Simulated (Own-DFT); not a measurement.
# What a defect does to the pressure of its cell: C40 NbSi2

Everything here is calculated. The program is Own-DFT (plane waves, in-house, since retired, never reviewed by a person); positions were held fixed, and spin and spin-orbit coupling were off.

All runs used: PBE; PseudoDojo norm-conserving scalar-relativistic files; cutoff 42 hartree; 4 x 4 x 5 k mesh centred on Gamma; cold (Marzari-Vanderbilt) smearing of 0.2 eV.

Caveats: forces on such cells failed a check on a denser k mesh; stress not checked against mesh or cutoff.

All runs share one cell, with vectors in Å (0.000, 8.324, 0.000); (-9.613, 0.000, 0.000); (0.000, 0.000, 6.586) and a volume of 527.0 Å³. Atoms were moved at random from their sites; u is the rms move along one axis. The defect's site can differ from row to row.

```
cell,formula,u (Å),P (GPa)
no defect,Nb12Si24,0.0210,1.48
no defect,Nb12Si24,0.0453,2.37
no defect,Nb12Si24,0.0487,2.58
two Si on a Nb site each,Nb10Si26,0.0295,1.66
two Si on a Nb site each,Nb10Si26,0.0461,2.46
two Si on a Nb site each,Nb10Si26,0.0465,2.02
one Si vacancy,Nb12Si23,0.0322,0.97
one Si vacancy,Nb12Si23,0.0466,1.64
one Si vacancy,Nb12Si23,0.0549,2.09
two Nb on a Si site each,Nb14Si22,0.0293,7.46
two Nb on a Si site each,Nb14Si22,0.0323,7.49
two Nb on a Si site each,Nb14Si22,0.0466,?
two Nb on a Si site each,Nb14Si22,0.0488,7.76
```

## Working it out

P = P0 + c u² + a shift for each defect gives P0 = 1.38 GPa, c = 470 ± 73 GPa/Å² and a scatter of 0.19 GPa. The shifts, and each times the cell's volume:

- two Nb on a Si site each: 5.51 ± 0.15 GPa, 18.1 eV (9.1 eV for each of its 2 sites)
- two Si on a Nb site each: -0.15 ± 0.15 GPa, -0.5 eV (-0.2 eV for each of its 2 sites) (not resolved)
- one Si vacancy: -0.79 ± 0.16 GPa, -2.6 eV

Positive is outwards. The product with the volume (160.2 GPa Å³ to the eV) is nearly free of the cell's size; divided by the bulk modulus at the cell's pressure it gives the volume that the defect adds. The atoms around the defects weren't relaxed, which would change these numbers.

## The run left out

Asked: what pressure belongs in the blank (two Nb on a Si site each, u = 0.0466 Å)?

The fitted form gives 7.92 ± 0.22 GPa. The run itself gave 8.23 GPa.
